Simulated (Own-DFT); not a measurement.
Simulation results for Hf31SiO64 (monoclinic hafnia with substituted atoms, atoms displaced)

Computed with Own-DFT development build. A calculation, not a measurement: plane-wave PBE and HSE06 DFT by an unreviewed code, no spin, of a simulated cell at Gamma alone, so results move with cell size and shape, stress positive in tension, energies less offsets, not probed for a lower state with spin; hafnium file: forces about 75 meV/angstrom off all-electron values; oxygen file: force components 24 meV/angstrom off all-electron in a glass; k mesh not checked against a denser one; forces and stress are PBE's, HSE06 gives the energy alone, and its difference from PBE has offsets of its own; offsets are fitted by least squares, one for each functional and potential file, so energies compare only between cells with the same atoms and settings and are not formation energies; the far tail of each file's local potential was reset to the Coulomb form; each entry is a single point on an unrelaxed cell, so the pressure reflects the starting lattice, mostly measured values, from which strain is counted, and rises with the displacements; printed positions are rounded, which can move forces by about a meV/angstrom; the program is a retired in-house code; no spin-orbit coupling.

Hf31SiO64 (monoclinic hafnia with substituted atoms, atoms displaced)

```cif
# cell vector a (Å): 10.2340 0.0000 0.0000
# cell vector b (Å): 0.0000 10.3500 0.0000
# cell vector c (Å): -1.6955 0.0000 10.4453
data_Hf31SiO64
_symmetry_space_group_name_H-M 'P 1'
_symmetry_Int_Tables_number 1
_cell_length_a 10.2340
_cell_length_b 10.3500
_cell_length_c 10.5820
_cell_angle_alpha 90.000
_cell_angle_beta 99.220
_cell_angle_gamma 90.000
_cell_volume 1106.39
loop_
_atom_site_label
_atom_site_type_symbol
_atom_site_fract_x
_atom_site_fract_y
_atom_site_fract_z
_atom_site_occupancy
Hf1 Hf 0.13441 0.02252 0.10265 1
Hf2 Hf 0.36136 0.27475 0.14749 1
Hf3 Hf 0.36247 0.47994 0.39236 1
Hf4 Hf 0.13394 0.22935 0.35261 1
O1 O 0.03414 0.16648 0.17372 1
O2 O 0.46288 0.41581 0.07914 1
O3 O 0.45930 0.33404 0.32514 1
O4 O 0.03809 0.08205 0.42508 1
O5 O 0.22581 0.38089 0.23544 1
O6 O 0.27740 0.12637 0.00874 1
O7 O 0.28008 0.11889 0.26163 1
O8 O 0.21830 0.37084 0.49464 1
Hf5 Hf 0.13657 0.02026 0.60050 1
Hf6 Hf 0.36103 0.27097 0.64441 1
Hf7 Hf 0.36187 0.47512 0.89790 1
Si1 Si 0.13620 0.23591 0.85437 1
O9 O 0.03659 0.16469 0.67224 1
O10 O 0.46276 0.41457 0.58261 1
O11 O 0.46097 0.33075 0.82705 1
O12 O 0.03999 0.08254 0.92405 1
O13 O 0.22711 0.37600 0.74428 1
O14 O 0.27256 0.12864 0.50802 1
O15 O 0.27402 0.12159 0.76599 1
O16 O 0.23032 0.37222 0.99165 1
Hf8 Hf 0.14193 0.51338 0.10674 1
Hf9 Hf 0.36101 0.77526 0.14412 1
Hf10 Hf 0.35683 0.97893 0.39524 1
Hf11 Hf 0.13306 0.73019 0.35310 1
O17 O 0.03856 0.66392 0.16861 1
O18 O 0.46215 0.91277 0.07882 1
O19 O 0.46581 0.83224 0.32452 1
O20 O 0.04076 0.58141 0.42635 1
O21 O 0.22112 0.88401 0.24222 1
O22 O 0.27598 0.62891 0.00884 1
O23 O 0.27850 0.62248 0.25815 1
O24 O 0.22015 0.87205 0.48881 1
Hf12 Hf 0.13688 0.51950 0.60555 1
Hf13 Hf 0.35735 0.77180 0.64836 1
Hf14 Hf 0.36222 0.98073 0.89865 1
Hf15 Hf 0.13705 0.72972 0.85840 1
O25 O 0.03758 0.66652 0.67539 1
O26 O 0.46681 0.92064 0.57426 1
O27 O 0.46025 0.83137 0.82492 1
O28 O 0.02973 0.58209 0.92362 1
O29 O 0.22485 0.87970 0.73932 1
O30 O 0.27413 0.62614 0.51482 1
O31 O 0.27759 0.62227 0.75845 1
O32 O 0.22718 0.87656 0.98888 1
Hf16 Hf 0.63947 0.02682 0.10627 1
Hf17 Hf 0.86608 0.27124 0.14754 1
Hf18 Hf 0.86469 0.48119 0.39133 1
Hf19 Hf 0.63374 0.23674 0.34954 1
O33 O 0.53569 0.17153 0.17480 1
O34 O 0.96369 0.41164 0.07807 1
O35 O 0.96079 0.33842 0.32871 1
O36 O 0.53738 0.08679 0.42558 1
O37 O 0.72448 0.38078 0.23614 1
O38 O 0.77033 0.12545 0.01178 1
O39 O 0.78085 0.12079 0.26224 1
O40 O 0.72372 0.36858 0.48626 1
Hf20 Hf 0.63424 0.01633 0.60637 1
Hf21 Hf 0.87029 0.26948 0.64720 1
Hf22 Hf 0.86188 0.47138 0.89996 1
Hf23 Hf 0.63687 0.23091 0.85712 1
O41 O 0.53623 0.16027 0.67260 1
O42 O 0.96728 0.41957 0.57782 1
O43 O 0.95638 0.33906 0.83221 1
O44 O 0.53972 0.08448 0.92707 1
O45 O 0.72484 0.38034 0.74028 1
O46 O 0.78056 0.13167 0.51534 1
O47 O 0.77456 0.11529 0.75835 1
O48 O 0.72958 0.37157 0.98740 1
Hf24 Hf 0.64008 0.51303 0.10368 1
Hf25 Hf 0.85969 0.77280 0.15336 1
Hf26 Hf 0.86087 0.98048 0.39831 1
Hf27 Hf 0.63652 0.72564 0.35541 1
O49 O 0.53397 0.66480 0.17157 1
O50 O 0.96472 0.91508 0.07653 1
O51 O 0.96279 0.83443 0.32540 1
O52 O 0.53366 0.58764 0.42665 1
O53 O 0.72859 0.87860 0.24070 1
O54 O 0.77570 0.63063 0.00609 1
O55 O 0.77536 0.62667 0.25461 1
O56 O 0.72368 0.87063 0.48893 1
Hf28 Hf 0.64152 0.51490 0.60730 1
Hf29 Hf 0.86526 0.76836 0.64639 1
Hf30 Hf 0.86097 0.98028 0.89209 1
Hf31 Hf 0.63848 0.73365 0.85818 1
O57 O 0.53601 0.66213 0.67298 1
O58 O 0.96744 0.92085 0.57680 1
O59 O 0.96313 0.83636 0.82472 1
O60 O 0.53938 0.58271 0.92198 1
O61 O 0.72299 0.87978 0.73338 1
O62 O 0.78050 0.62875 0.51253 1
O63 O 0.77588 0.62076 0.76537 1
O64 O 0.72644 0.87081 0.99154 1
```

| Quantity | Value |
| --- | --- |
| first functional | PBE |
| second functional | HSE06 |
| exact exchange share | 0.25 |
| screening | 0.11 1/bohr |
| exchange divergence | Gygi-Baldereschi |
| potential files | PseudoDojo norm-conserving, scalar-relativistic, made for PBE, standard set |
| wave cutoff | 48 hartree |
| occupations | fixed |
| k mesh | 1 x 1 x 1 centred on Gamma |
| PBE energy of cell above offsets | -89.371 eV |
| HSE06 less PBE above offsets | 0.203 eV |
| PBE pressure | 3.34 GPa |
| PBE stress xx | -3.3 GPa |
| PBE stress yy | -2.86 GPa |
| PBE stress zz | -3.85 GPa |
| PBE stress yz | 0.1 GPa |
| PBE stress xz | -0.09 GPa |
| PBE stress xy | 0.67 GPa |

Force:
```csv
element,x (eV/Å),y (eV/Å),z (eV/Å)
Hf,0.825,-0.535,0.066
Hf,-0.122,-2.091,-0.884
Hf,-0.502,1.31,1.583
Hf,0.745,-0.443,0.959
O,0.057,0.324,0.359
O,0.527,0.224,-0.059
O,0.445,0.272,0.479
O,-0.358,0.646,-1.052
O,-0.547,-0.731,1.11
O,-0.364,1.383,0.512
O,-0.694,1.05,-0.32
O,0.506,-0.326,-1.11
Hf,0.793,-0.236,1.46
Hf,0.152,-1.016,0.412
Hf,0.936,1.744,-0.983
Si,-0.239,-1.506,-1.231
O,0.262,1.361,1.907
O,0.4,0.296,-0.856
O,0.849,-0.218,0.392
O,0.71,2.423,-1.338
O,-1.686,-0.726,0.838
O,0.37,0.337,0.137
O,-0.96,1.135,0.16
O,-1.674,-1.848,-1.32
Hf,-0.968,2.683,-1.22
Hf,-0.011,-1.148,0.618
Hf,1.48,-0.059,0.177
Hf,1.043,-0.31,-0.23
O,-0.403,0.182,0.789
O,1.481,1.422,-0.289
O,-0.409,0.527,0.357
O,-0.864,0.139,-0.876
O,0.068,-0.622,-0.278
O,-0.262,-0.129,0.153
O,-0.276,-0.479,0.636
O,0.237,-0.285,-0.011
Hf,0.915,0.549,0.581
Hf,1.306,-0.701,-0.436
Hf,-0.07,0.075,-0.676
Hf,-0.112,-0.549,-0.297
O,-0.185,0.237,-0.047
O,-1.674,-1.366,0.214
O,0.408,0.423,0.565
O,1.087,0.263,0.13
O,-0.395,0.082,0.019
O,0.332,0.319,-0.727
O,-0.332,-0.504,0.764
O,-0.781,-0.763,0.068
Hf,-0.274,-1.401,0.31
Hf,-1.052,-0.879,-0.449
Hf,-0.977,1.056,1.347
Hf,0.522,-2.01,1.768
O,0.055,-0.189,-0.556
O,0.984,0.33,0.606
O,1.266,-1.203,-0.405
O,-0.174,0.293,-0.91
O,0.037,-0.346,0.347
O,1.065,1.026,0.166
O,-0.457,0.536,-0.148
O,0.296,0.897,0.018
Hf,1.269,1.027,-1.034
Hf,-1.463,-0.226,-0.724
Hf,-1.096,4.337,-0.406
Hf,0.068,-0.769,-1.34
O,-1.077,1.315,0.821
O,-0.879,-0.678,-0.098
O,4.574,-3.97,-0.76
O,-0.768,-0.237,-0.17
O,0.025,-0.935,-0.004
O,0.143,-0.295,-0.509
O,0.203,1.079,0.858
O,-1.302,-0.908,0.819
Hf,-0.338,2.99,-1.057
Hf,0.491,-0.596,-2.577
Hf,-0.839,0.151,0.249
Hf,-0.201,0.888,-0.354
O,0.239,-0.445,0.026
O,0.405,0.509,-0.099
O,0.638,-0.101,0.794
O,-0.333,-1.012,-0.187
O,-0.842,0.71,0.04
O,-0.153,-0.2,1.27
O,0.084,-1.315,1.078
O,0.378,-0.188,-0.246
Hf,-0.508,1.635,0.321
Hf,-0.737,0.247,0.073
Hf,-0.181,-0.407,0.321
Hf,0.239,-1.381,-0.853
O,-0.296,0.426,-0.036
O,-0.695,-0.915,0.087
O,0.47,-0.169,0.297
O,-0.888,-0.788,0.213
O,0.147,-0.832,1.152
O,-0.151,-0.517,-0.448
O,0.293,0.062,-0.686
O,-0.254,0.588,-0.131
```
